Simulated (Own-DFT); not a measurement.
# Bulk modulus against bond length in tetrahedral crystals

The numbers are computed, not measured, by runs of the plane-wave DFT program Own-DFT (in-house, retired, unreviewed) at fixed positions, with no spin and no spin-orbit coupling.

Keep in mind (not all hold for every row): forces on such cells moved up to 12 meV/angstrom on a denser k mesh; forces not confirmed at this smearing and k mesh; k mesh not checked against a denser one; forces on such cells passed a denser k mesh, each cell not checked; stress not checked against mesh or cutoff.

All runs are PBE with PseudoDojo norm-conserving files; cutoff and k mesh are each material's own. Every cell starts from measured lattice constants and was given uniform random strains and small random moves of its atoms. Each triple is the change of volume in per cent, the rms move u in Å and the pressure in GPa.

- 2H SiC (C36Si36), 10.36 Å³/atom unstrained: (-3.11, 0.051, 13.20); (-1.33, 0.050, 8.49); (-0.06, 0.051, 5.49); (0.67, 0.048, 4.15); (1.52, 0.051, 2.41); (2.19, 0.048, 0.67); (3.94, 0.054, -2.65)
- wurtzite GaN (Ga36N36), 11.42 Å³/atom unstrained: (-1.21, 0.050, 10.23); (0.12, 0.051, 8.06); (1.39, 0.047, 4.99); (1.69, 0.050, 4.20); (2.43, 0.055, 3.46); (3.05, 0.051, 2.43); (3.32, 0.047, 1.06)
- diamond silicon (Si64), 20.02 Å³/atom unstrained: withheld
- zincblende GaP (Ga32P32), 20.24 Å³/atom unstrained: (-3.93, 0.054, 7.71); (-3.77, 0.046, 6.98); (-2.22, 0.047, 5.69); (0.52, 0.051, 2.92); (0.59, 0.049, 2.95); (0.95, 0.054, 2.68); (2.75, 0.050, 1.09)
- zincblende InP (In32P32), 25.27 Å³/atom unstrained: (-3.72, 0.046, 6.67); (-1.80, 0.045, 4.87); (-1.56, 0.051, 4.96); (0.11, 0.050, 3.58); (0.22, 0.052, 3.58); (2.59, 0.049, 1.75); (3.91, 0.048, 1.16)
- grey tin (Sn64), 34.15 Å³/atom unstrained: (-2.37, 0.053, 5.10); (-2.00, 0.050, 4.89); (-1.70, 0.052, 4.76); (0.55, 0.048, 3.42); (1.33, 0.051, 2.94); (1.82, 0.052, 2.77); (2.04, 0.051, 2.69)

## What the rows give

Fit a line to each set against the fractional change of volume; B is minus its slope, and u is nearly the same within a set. To take it to zero pressure, assume that B rises by 4 GPa for each GPa: B0 = B - 4 x (mean pressure). The bond length of an ideal tetrahedral crystal with the unstrained volume v is d = (√3/4)(8 v)^(1/3). Cohen's empirical rule reads B0 = (1971 - 220 L) d^(-3.5) GPa, with L = 0 for group IV crystals and SiC and 1 for III-V compounds.

| material | L | d (Å) | B (GPa) | mean P (GPa) | B0 (GPa) | rule (GPa) |
|---|---|---|---|---|---|---|
| 2H SiC (C36Si36) | 0 | 1.888 | 224 ± 7 | 4.5 | 205 ± 7 | 213 |
| wurtzite GaN (Ga36N36) | 1 | 1.950 | 196 ± 10 | 4.9 | 176 ± 10 | 169 |
| diamond silicon (Si64) | 0 | 2.352 | ? | ? | ? | 99 |
| zincblende GaP (Ga32P32) | 1 | 2.360 | 96 ± 3 | 4.3 | 79 ± 3 | 87 |
| zincblende InP (In32P32) | 1 | 2.541 | 72 ± 3 | 3.8 | 57 ± 3 | 67 |
| grey tin (Sn64) | 0 | 2.810 | 56 ± 1 | 3.8 | 41 ± 1 | 53 |

A line through ln[B0/(1971 - 220 L)] against ln d has a slope of -4.1 ± 0.1 and a scatter of 5 %. Against the rule, B0 stands at 96 % for 2H SiC, 104 % for wurtzite GaN, 92 % for zincblende GaP, 86 % for zincblende InP, 77 % for grey tin. PBE tends to make silicon and heavier crystals too soft, and the rule itself is only a guide.

## The run left out

The question: what B0 does the fitted trend give for diamond silicon (Si64)?

Estimate: 88 GPa. Its own runs give B = 95 ± 6 GPa at a mean pressure of 3.1 GPa, so B0 = 83 GPa.
